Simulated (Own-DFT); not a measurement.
# One host, several defects: grey tin

The numbers are computed, not measured, by runs of the plane-wave DFT program Own-DFT (in-house, retired, unreviewed) at fixed positions, with no spin and no spin-orbit coupling.

Settings: PBE; PseudoDojo norm-conserving scalar-relativistic files; cutoff 42 hartree; 3 x 3 x 3 k mesh centred on Gamma; cold (Marzari-Vanderbilt) smearing of 0.2 eV.

Known weak points (not all hold for every row): not probed for a lower state with spin; forces on such cells moved up to 12 meV/angstrom on a denser k mesh; stress not checked against mesh or cutoff.

All runs share one cell, with vectors in Å (12.978, 0.000, 0.000); (0.000, 12.978, 0.000); (0.000, 0.000, 12.978) and a volume of 2185.9 Å³. The atoms are randomly displaced, by u rms on each axis. The defect's site can differ from row to row.

```
            cell  formula   u (Å)  P (GPa)
       no defect     Sn64  0.0176     3.36
       no defect     Sn64  0.0190     3.38
       no defect     Sn64  0.0519     3.62
two Sn vacancies     Sn62  0.0264     3.11
two Sn vacancies     Sn62  0.0305     3.14
two Sn vacancies     Sn62  0.0479     3.20
  one Sn vacancy     Sn63  0.0280        ?
  one Sn vacancy     Sn63  0.0306     3.27
  one Sn vacancy     Sn63  0.0514     3.45
  one Sn vacancy     Sn63  0.0520     3.44
```

## Worked fit

P = P0 + c u² + a shift for each defect gives P0 = 3.35 GPa, c = 95 ± 11 GPa/Å² and a scatter of 0.03 GPa. The shifts, and each times the cell's volume:

- one Sn vacancy: -0.16 ± 0.03 GPa, -2.1 eV
- two Sn vacancies: -0.32 ± 0.02 GPa, -4.4 eV (-2.2 eV for each of its 2 sites)

Against the defect-free cell, a freed cell would be larger where the shift is positive and smaller where it is negative (160.2 GPa Å³ is 1 eV). The atoms around the defects weren't relaxed, which would change these numbers.

## Prediction

Question: what pressure belongs in the blank (one Sn vacancy, u = 0.0280 Å)?

The fit gives 3.27 ± 0.04 GPa. Computed: 3.21 GPa.
